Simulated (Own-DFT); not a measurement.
# Response to strain: wurtzite GaN, 96 atoms (Ga48N48)

Calculated results; nothing here was measured. The program, named Own-DFT, is a retired in-house plane-wave density functional code that no person has reviewed. Each row is one single-point run on a periodic cell that was not relaxed, without spin or spin-orbit coupling.

Settings of every run: PBE; PseudoDojo norm-conserving scalar-relativistic files (stringent for Ga); cutoff 96 hartree; 3 x 4 x 3 k mesh centred on Gamma; Gaussian smearing of 0.01 eV.

Known limits: forces on such cells passed a denser k mesh, each cell not checked; stress not checked against mesh or cutoff.

Unstrained cell vectors in Å: (12.756, 0.000, 0.000); (-4.784, 8.285, 0.000); (0.000, 0.000, 10.370). The unstrained cell has measured lattice constants (interpolated for alloys), not those of this functional. That, the random moves and any unrelaxed bonds set the pressure at no strain. Each run strains this cell uniformly, with the atoms carried along. Every atom was also moved at random, by a Gaussian of width 0.05 Å on each axis. Strain is the symmetric tensor, in per cent. Stress is positive in tension, and the pressure is minus a third of its trace.

| run | e_xx (%) | e_yy (%) | e_zz (%) | s_xx (GPa) | s_yy (GPa) | s_zz (GPa) | P (GPa) | E (meV/atom) |
|---|---|---|---|---|---|---|---|---|
| 1 | 0.00 | 0.00 | 0.25 | -7.50 | -6.97 | -6.08 | 6.85 | 21.0 |
| 2 | 0.00 | 0.00 | -2.00 | -8.59 | -7.71 | -19.03 | 11.78 | 35.4 |
| 3 | 0.00 | 0.00 | -1.50 | -7.23 | -8.27 | -16.51 | 10.67 | 34.0 |
| 4 | 0.00 | 0.00 | 2.25 | -5.27 | -8.13 | 2.93 | 3.49 | 21.4 |
| 5 | 0.00 | 0.00 | 0.50 | -5.59 | -6.83 | -5.68 | 6.03 | 7.8 |
| 6 | 0.00 | 0.00 | 1.25 | -5.16 | -5.63 | -2.64 | 4.48 | 0.0 |
| 7 | 0.00 | 0.00 | -0.75 | -6.12 | -8.38 | -11.54 | 8.68 | 13.4 |
| 8 | 0.00 | 0.00 | 1.00 | -8.04 | -4.60 | -2.92 | 5.18 | 5.3 |
| 9 | 0.00 | 0.00 | 2.00 | ? | ? | ? | ? | ? |

E is the free energy for each atom above the lowest run shown.

## Worked fit

The change of volume is close to e_xx + e_yy + e_zz. A straight line through the runs shown gives P = 7.40 - 204 x (fractional change of volume) GPa, with an error of 10 on the slope and a scatter of 0.40 GPa. The strain isn't the same on all axes and the cell isn't cubic, so the slope belongs to this path and is not the bulk modulus.

## Withheld run

Question: what pressure should run 9 give? Its volume changes by 2.00 %.

The line gives 3.3 GPa. The calculation gave 3.54 GPa.
